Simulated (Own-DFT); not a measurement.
# What a defect does to the pressure of its cell: 4H SiC

Source: density functional calculations with Own-DFT, an unreviewed in-house program that is no longer used. Nothing was measured or relaxed, and spin and spin-orbit coupling are left out.

All runs used: PBE; PseudoDojo norm-conserving scalar-relativistic files; cutoff 42 hartree; 4 x 4 x 3 k mesh centred on Gamma; Fermi-Dirac smearing of 0.1 eV.

Caveats (not all hold for every row): some atoms lie very close together; not probed for a lower state with spin; forces on such cells passed a denser k mesh, each cell not checked; stress not checked against mesh or cutoff.

All runs share one cell, with vectors in Å (9.248, 0.000, 0.000); (-4.624, 8.009, 0.000); (0.000, 0.000, 10.068) and a volume of 745.7 Å³. The atoms are randomly displaced, by u rms on each axis. The defect's site can differ from row to row.

| cell | formula | u (Å) | P (GPa) |
|---|---|---|---|
| no defect | C36Si36 | 0.0304 | 3.85 |
| no defect | C36Si36 | 0.0591 | 6.45 |
| no defect | C36Si36 | 0.0594 | 6.36 |
| one Si on a C site | C35Si37 | 0.0508 | 12.27 |
| one Si on a C site | C35Si37 | 0.0545 | 11.89 |
| one Si on a C site | C35Si37 | 0.0547 | 11.06 |
| one Al on a Si site and one N on a C site | AlC35NSi35 | 0.0479 | 5.42 |
| one Al on a Si site and one N on a C site | AlC35NSi35 | 0.0533 | 5.87 |
| one Al on a Si site and one N on a C site | AlC35NSi35 | 0.0537 | 5.76 |
| two N on a C site each | C34N2Si36 | 0.0288 | 2.63 |
| two N on a C site each | C34N2Si36 | 0.0313 | 2.84 |
| two N on a C site each | C34N2Si36 | 0.0512 | ? |
| two N on a C site each | C34N2Si36 | 0.0515 | 4.01 |
| one C on a Si site | C37Si35 | 0.0474 | 2.67 |
| one C on a Si site | C37Si35 | 0.0503 | 3.60 |
| one C on a Si site | C37Si35 | 0.0551 | 4.04 |

## Working it out

P = P0 + c u² + a shift for each defect gives P0 = 3.19 GPa, c = 889 ± 160 GPa/Å² and a scatter of 0.43 GPa. The shifts, and each times the cell's volume:

- one Si on a C site: 6.01 ± 0.35 GPa, 28.0 eV
- one Al on a Si site and one N on a C site: 0.11 ± 0.35 GPa, 0.5 eV (not resolved)
- two N on a C site each: -1.35 ± 0.40 GPa, -6.3 eV (-3.2 eV for each of its 2 sites)
- one C on a Si site: -2.07 ± 0.35 GPa, -9.7 eV

Positive is outwards. The product with the volume (160.2 GPa Å³ to the eV) is nearly free of the cell's size; divided by the bulk modulus at the cell's pressure it gives the volume that the defect adds. The atoms around the defects weren't relaxed, which would change these numbers.

## Withheld run

Q: what pressure belongs in the blank (two N on a C site each, u = 0.0512 Å)?

From the fit: 4.17 ± 0.53 GPa. The run itself gave 4.21 GPa.
